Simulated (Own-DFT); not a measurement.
# Cleaving wurtzite AlN, m plane (10-10)

No measurement is shown. These are fixed-geometry runs of a retired plane-wave code named Own-DFT, which no person has reviewed; spin and spin-orbit coupling are neglected.

Caveats (not all hold for every row): some atoms lie very close together; forces not confirmed at this smearing and k mesh; k mesh not checked against a denser one.

Both sets of runs: PBE; PseudoDojo norm-conserving scalar-relativistic files; cutoff 42 hartree; Gaussian smearing of 0.01 eV. The slab has 128 atoms in 16 layers, two equal faces of 62.02 Å² as cut, 15 Å of vacuum, a dipole correction along the normal and a 6 x 3 x 1 mesh. The bulk cell has 128 atoms, the same measured lattice constants and a 3 x 3 x 3 mesh. All atoms were moved at random; u is the rms move along one axis. Energies are counted from -174.06 eV for each atom.

| slab run | u (Å) | E (eV, cell) |
|---|---|---|
| 1 | 0.0195 | 20.702 |
| 2 | 0.0207 | 20.720 |
| 3 | 0.0207 | 21.041 |
| 4 | 0.0471 | 27.236 |
| 5 | 0.0485 | 28.495 |
| 6 | 0.0495 | 28.638 |
| 7 | 0.0511 | 29.558 |
| 8 | 0.0513 | 29.524 |
| 9 | 0.0525 | 31.239 |
| 10 | 0.0991 | 55.300 |
| 11 | 0.1001 | 58.012 |
| 12 | 0.1017 | 59.151 |

```
bulk run,u (Å),E (meV/atom)
1,0.0185,-3.66
2,0.0186,-3.36
3,0.0186,-3.82
4,0.0199,-2.11
5,0.0200,-0.94
6,0.0202,-1.61
7,0.0979,321.86
8,0.0999,324.96
9,0.1004,326.49
10,0.1044,361.62
```

Question: what is the energy of the unrelaxed surface?

## Worked answer

Take each set to u = 0 with E = a + b u². Rows are weighted down as u grows, with residuals divided by u² + 0.0006 Å². Slab: a = 19.24 ± 0.11 eV. Bulk: a = -15.4 ± 0.2 meV/atom. The excess is 19.24 - 128 x (-0.0154) = 21.21 ± 0.12 eV. Over two faces that is 171 meV/Å², or 2.74 ± 0.01 J/m². Relaxing the faces would lower the energy, and the unlike meshes and the reach from the smallest u down to zero add errors that aren't counted here.
